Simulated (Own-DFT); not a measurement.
# A layer strained by its substrate: wurtzite GaN, 72 atoms (Ga36N36)

The numbers are computed, not measured, by runs of the plane-wave DFT program Own-DFT (in-house, retired, unreviewed) at fixed positions, with no spin and no spin-orbit coupling.

Common settings: PBE; PseudoDojo norm-conserving scalar-relativistic files; cutoff 42 hartree; 4 x 4 x 3 k mesh centred on Gamma; Fermi-Dirac smearing of 0.1 eV.

Limits: forces not confirmed at this smearing and k mesh; stress not checked against mesh or cutoff.

Unstrained cell vectors in Å: (9.567, 0.000, 0.000); (-4.784, 8.285, 0.000); (0.000, 0.000, 10.370). The unstrained cell has measured lattice constants (interpolated for alloys), not those of this functional. That, the random moves and any unrelaxed bonds set the pressure at no strain. Each run strains x and y alike by e, as a substrate would, and holds the height along z. Random moves of width 0.05 Å per axis were added to every atom. Stress is positive in tension.

| e (%) | u (Å) | (s_xx + s_yy)/2 (GPa) | s_zz (GPa) |
|---|---|---|---|
| -2.75 | 0.053 | -25.35 | -12.18 |
| -1.25 | 0.051 | -14.90 | -9.46 |
| -0.75 | 0.049 | -10.42 | -10.64 |
| -0.50 | 0.047 | -11.21 | -6.77 |
| 0.25 | 0.055 | -6.84 | -6.29 |
| 0.75 | 0.051 | -2.66 | -8.35 |
| 1.25 | 0.048 | ? | ? |
| 1.50 | 0.055 | -0.68 | -5.43 |
| 2.00 | 0.052 | 1.67 | -4.30 |
| 2.50 | 0.056 | 3.32 | -3.63 |

## Working it out

With e as a fraction, the in-plane stress is -7.4 + 535 e - 4236 e² GPa (errors 18 and 1070, scatter 0.84), and s_zz is -7.8 + 159 e GPa (slope ± 26, scatter 1.23). At e = 0 the first slope is C11 + C12 and the second 2 C13, both with the ions held to the strained lattice and at the cell's own pressure. The term in e² is negative: the layer stiffens under compression and softens under tension. A free layer would change its height as e changes, and the in-plane slope would drop by 2 C13²/C33 to the biaxial modulus. At fixed height, a misfit of 1 % moves the in-plane stress by about 5.3 GPa and s_zz by 1.6 GPa.

## Withheld run

Question: what are the two stresses at e = 1.25 %?

The fit gives -1.4 and -5.8 GPa. Computed: -1.00 and -6.06 GPa.
